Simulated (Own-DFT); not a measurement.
# Which arrangement is lower? As32Ga32, 64 atoms

These are calculations, not measurements. The program, named Own-DFT, is a retired in-house plane-wave density functional code that no person has reviewed. Each row is one single-point run on a periodic cell that was not relaxed, without spin or spin-orbit coupling.

Settings of every run: PBE; PseudoDojo norm-conserving scalar-relativistic files; cutoff 42 hartree; 3 x 3 x 3 k mesh centred on Gamma; Fermi-Dirac smearing of 0.1 eV.

Known limits, some of them of some rows only: not probed for a lower state with spin; forces on such cells failed a check on a denser k mesh; forces not confirmed at this smearing and k mesh; stress not checked against mesh or cutoff.

All cells hold the same atoms in the same cell, with vectors in Å (11.307, 0.000, 0.000); (0.000, 11.307, 0.000); (0.000, 0.000, 11.307). Every atom was moved at random from its ideal site; u is the rms move along one axis. The defect's site can differ from row to row. E is the free energy of the cell above the lowest run. The arrangements:

- A: zincblende GaAs
- B: zincblende GaAs, with one As on a Ga site and one Ga on an As site, 2.4 Å apart

```
arrangement   u (Å)  E (eV)  P (GPa)
          A  0.0184   0.000     3.50
          A  0.0198   0.083     3.52
          A  0.0201   0.118     3.52
          A  0.0435   1.635     3.84
          A  0.0503   2.531     4.05
          A  0.0514   1.983     3.90
          B  0.0294   3.154     3.93
          B  0.0299   3.083     3.92
          B  0.0321   3.246     3.96
          B  0.0504   4.896     4.32
          B  0.0527   4.782     4.26
          B  0.0536   5.626     4.46
```

Question: once the cost of the random moves is taken out, how do the arrangements rank?

## Worked answer

Fit E = a + b u², with one b for all and one a for each arrangement, and with residuals divided by u², since the noise grows with the moves. Then b = 1035 eV/Å², the scatter at u = 0.04 Å is 0.16 eV, and against A:

- B: 2.54 ± 0.07 eV (higher)

These are energies of unrelaxed cells. Relaxing the atoms lowers the strained arrangements most, so the gaps would shrink and small ones could change sign.
